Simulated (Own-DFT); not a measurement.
# Point defects and the pressure they add: 3C SiC

The numbers are computed, not measured, by runs of the plane-wave DFT program Own-DFT (in-house, retired, unreviewed) at fixed positions, with no spin and no spin-orbit coupling.

Settings: PBE; PseudoDojo norm-conserving scalar-relativistic files; cutoff 42 hartree; 4 x 4 x 4 k mesh centred on Gamma; Fermi-Dirac smearing of 0.1 eV.

Keep in mind (not all hold for every row): a neutral cation vacancy leaves holes that likely carry spin, which these runs leave out; not probed for a lower state with spin; forces on such cells failed a check on a denser k mesh; forces on such cells passed a denser k mesh, each cell not checked; stress not checked against mesh or cutoff.

All runs share one cell, with vectors in Å (8.719, 0.000, 0.000); (0.000, 8.719, 0.000); (0.000, 0.000, 8.719) and a volume of 662.9 Å³. Atoms were moved at random from their sites; u is the rms move along one axis. The defect's site can differ from row to row.

| cell | formula | u (Å) | P (GPa) |
|---|---|---|---|
| no defect | C32Si32 | 0.0278 | 3.64 |
| no defect | C32Si32 | 0.0548 | 5.02 |
| no defect | C32Si32 | 0.0616 | 6.32 |
| one Si vacancy | C32Si31 | 0.0319 | 3.26 |
| one Si vacancy | C32Si31 | 0.0492 | 4.82 |
| one Si vacancy | C32Si31 | 0.0500 | 4.74 |
| two Al on a Si site each | Al2C32Si30 | 0.0300 | 6.00 |
| two Al on a Si site each | Al2C32Si30 | 0.0475 | 7.54 |
| two Al on a Si site each | Al2C32Si30 | 0.0495 | 7.52 |
| two N on a C site each | C30N2Si32 | 0.0275 | 1.91 |
| two N on a C site each | C30N2Si32 | 0.0294 | ? |
| two N on a C site each | C30N2Si32 | 0.0483 | 3.15 |
| two N on a C site each | C30N2Si32 | 0.0542 | 3.61 |
| one C on a Si site | C33Si31 | 0.0313 | 1.54 |
| one C on a Si site | C33Si31 | 0.0453 | 2.60 |
| one C on a Si site | C33Si31 | 0.0493 | 2.90 |

## What the rows give

P = P0 + c u² + a shift for each defect gives P0 = 2.76 GPa, c = 883 ± 61 GPa/Å² and a scatter of 0.20 GPa. The shifts, and each times the cell's volume:

- two Al on a Si site each: 2.60 ± 0.17 GPa, 10.8 eV (5.4 eV for each of its 2 sites)
- one Si vacancy: -0.24 ± 0.17 GPa, -1.0 eV (not resolved)
- two N on a C site each: -1.64 ± 0.17 GPa, -6.8 eV (-3.4 eV for each of its 2 sites)
- one C on a Si site: -2.02 ± 0.17 GPa, -8.4 eV

Positive is outwards. The product with the volume (160.2 GPa Å³ to the eV) is nearly free of the cell's size; divided by the bulk modulus at the cell's pressure it gives the volume that the defect adds. The atoms around the defects weren't relaxed, which would change these numbers.

## The run left out

Question: what pressure belongs in the blank (two N on a C site each, u = 0.0294 Å)?

The fit gives 1.88 ± 0.25 GPa. The run itself gave 1.89 GPa.
